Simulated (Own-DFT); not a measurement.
# How strain changes the stress of wurtzite GaN, 72 atoms (Ga36N36)

These are calculations, not measurements. They come from Own-DFT, an in-house plane-wave density functional program, since retired, whose code no person has reviewed. Each row is one single-point run on a periodic cell that was not relaxed, without spin or spin-orbit coupling.

Settings of every run: PBE; PseudoDojo norm-conserving scalar-relativistic files (stringent for Ga); cutoff 96 hartree; 4 x 4 x 3 k mesh centred on Gamma; Gaussian smearing of 0.01 eV.

Known limits: forces not confirmed at this smearing and k mesh; stress not checked against mesh or cutoff.

Unstrained cell vectors in Å: (9.567, 0.000, 0.000); (-4.783, 8.285, 0.000); (0.000, 0.000, 10.370). The unstrained cell has measured lattice constants (interpolated for alloys), not those of this functional. That, the random moves and any unrelaxed bonds set the pressure at no strain. Each run strains this cell uniformly, with the atoms carried along. Every atom was also moved at random, by a Gaussian of width 0.05 Å on each axis. Strain is the symmetric tensor, in per cent. Stress is positive in tension, and the pressure is minus a third of its trace.

| run | e_xx (%) | e_yy (%) | e_zz (%) | e_yz (%) | e_xz (%) | e_xy (%) | s_xx (GPa) | s_yy (GPa) | s_zz (GPa) | s_yz (GPa) | s_xz (GPa) | s_xy (GPa) | P (GPa) | E (meV/atom) |
|---|---|---|---|---|---|---|---|---|---|---|---|---|---|---|
| 1 | -0.64 | -1.06 | 0.77 | 0.08 | 1.42 | 0.46 | -11.22 | -11.68 | -4.47 | 0.33 | 3.44 | 1.11 | 9.12 | 20.8 |
| 2 | -1.85 | -0.83 | 0.12 | 0.27 | 1.34 | 0.14 | -15.27 | -12.66 | -9.66 | 0.63 | 3.02 | 1.66 | 12.53 | 44.4 |
| 3 | -1.15 | 1.10 | 1.28 | -0.85 | -1.92 | -1.49 | -9.22 | -3.56 | -2.10 | -0.52 | -3.35 | -3.33 | 4.96 | 23.9 |
| 4 | -0.42 | 1.63 | -0.16 | 0.09 | 0.34 | 0.32 | -6.77 | -0.84 | -8.06 | 0.03 | 1.34 | 2.12 | 5.22 | 18.6 |
| 5 | 1.38 | -1.91 | 1.10 | 1.92 | -1.13 | 1.76 | -4.02 | -12.08 | -3.65 | 4.18 | -2.38 | 4.39 | 6.58 | 38.4 |
| 6 | 1.04 | -2.00 | 1.15 | 0.65 | -1.41 | 0.53 | -4.72 | -13.30 | -3.54 | 2.09 | -2.93 | 2.70 | 7.19 | 26.6 |
| 7 | -0.05 | 1.09 | 1.69 | -0.19 | 0.43 | -0.79 | -4.93 | -0.10 | -0.20 | -0.44 | -0.08 | -2.25 | 1.74 | 0.0 |
| 8 | 0.01 | 1.16 | 0.74 | -0.95 | -0.57 | 1.15 | -5.76 | -1.81 | -2.95 | -1.96 | -1.58 | 4.58 | 3.51 | 6.8 |
| 9 | 1.73 | -1.77 | 0.44 | -0.07 | 1.05 | -1.16 | -0.89 | -10.66 | -7.26 | -0.44 | 2.45 | -4.49 | 6.27 | 17.6 |
| 10 | -1.41 | -0.80 | -1.95 | 1.61 | -0.10 | -0.73 | -16.55 | -14.36 | -19.31 | 3.43 | 0.35 | -5.45 | 16.74 | 63.3 |
| 11 | -1.28 | 1.27 | 1.53 | 1.17 | 0.48 | 1.25 | -10.06 | -2.65 | -0.54 | 2.81 | 0.07 | 5.08 | 4.42 | 15.3 |
| 12 | -1.93 | -1.46 | -1.11 | 1.76 | 1.82 | 0.72 | -20.56 | -17.46 | -14.53 | 4.44 | 3.45 | 2.33 | 17.52 | 71.1 |
| 13 | 1.72 | 1.33 | 1.73 | -0.33 | -1.25 | 0.47 | 1.97 | 2.69 | 0.46 | -0.62 | -2.39 | 1.89 | -1.71 | 3.5 |
| 14 | 0.81 | -1.23 | -1.70 | -1.09 | -1.25 | -1.74 | -6.00 | -16.13 | -13.86 | -1.59 | -2.12 | -4.87 | 12.00 | 51.3 |
| 15 | -0.61 | 1.61 | -1.42 | 1.26 | -0.51 | -1.16 | -9.35 | -2.84 | -11.61 | 2.21 | -0.02 | -3.32 | 7.93 | 24.6 |
| 16 | -1.64 | 0.29 | -1.69 | 1.97 | 0.34 | 0.82 | -16.01 | -8.42 | -15.59 | 4.36 | 1.50 | 0.98 | 13.34 | 37.3 |
| 17 | 1.70 | -0.90 | -0.78 | -0.09 | -1.63 | -0.59 | ? | ? | ? | ? | ? | ? | ? | ? |

E is the free energy for each atom above the lowest run shown.

## Worked fit

Each stress component was fitted by least squares to a constant and the strains of the runs shown, as fractions, with shears doubled. Shear strains stay in the fit of a normal stress only where such slopes are resolved. The slopes, in GPa:

| stress | at no strain | per e_xx | per e_yy | per e_zz | scatter |
|---|---|---|---|---|---|
| s_xx | -7.5 | 437 ± 22 | 132 ± 19 | 81 ± 21 | 0.95 |
| s_yy | -7.3 | 122 ± 26 | 421 ± 22 | 120 ± 25 | 1.11 |
| s_zz | -7.7 | 60 ± 25 | 79 ± 21 | 417 ± 23 | 1.05 |

Each shear stress against twice its own strain: yz 98 ± 6, xz 98 ± 8, xy 168 ± 18 GPa. These are stiffnesses along x, y and z of the frame in which the cell vectors are given, which need not be the crystal's axes. The atoms are held to the strained lattice; where symmetry lets them move under strain, relaxing them would lower some slopes. The table should be nearly symmetric about its diagonal, and what it lacks of that shows the noise. A ninth of its sum, 208 ± 4 GPa, estimates the bulk modulus near the mean pressure of these runs, 8.0 GPa, so it lies above the value at zero pressure.

## Withheld run

Question: what normal stresses and pressure should run 17 give?

The fit gives s_xx = -1.9, s_yy = -10.0, s_zz = -10.6 and P = 7.5 GPa. The calculation gave -1.74, -9.18, -11.10 and P = 7.34 GPa.
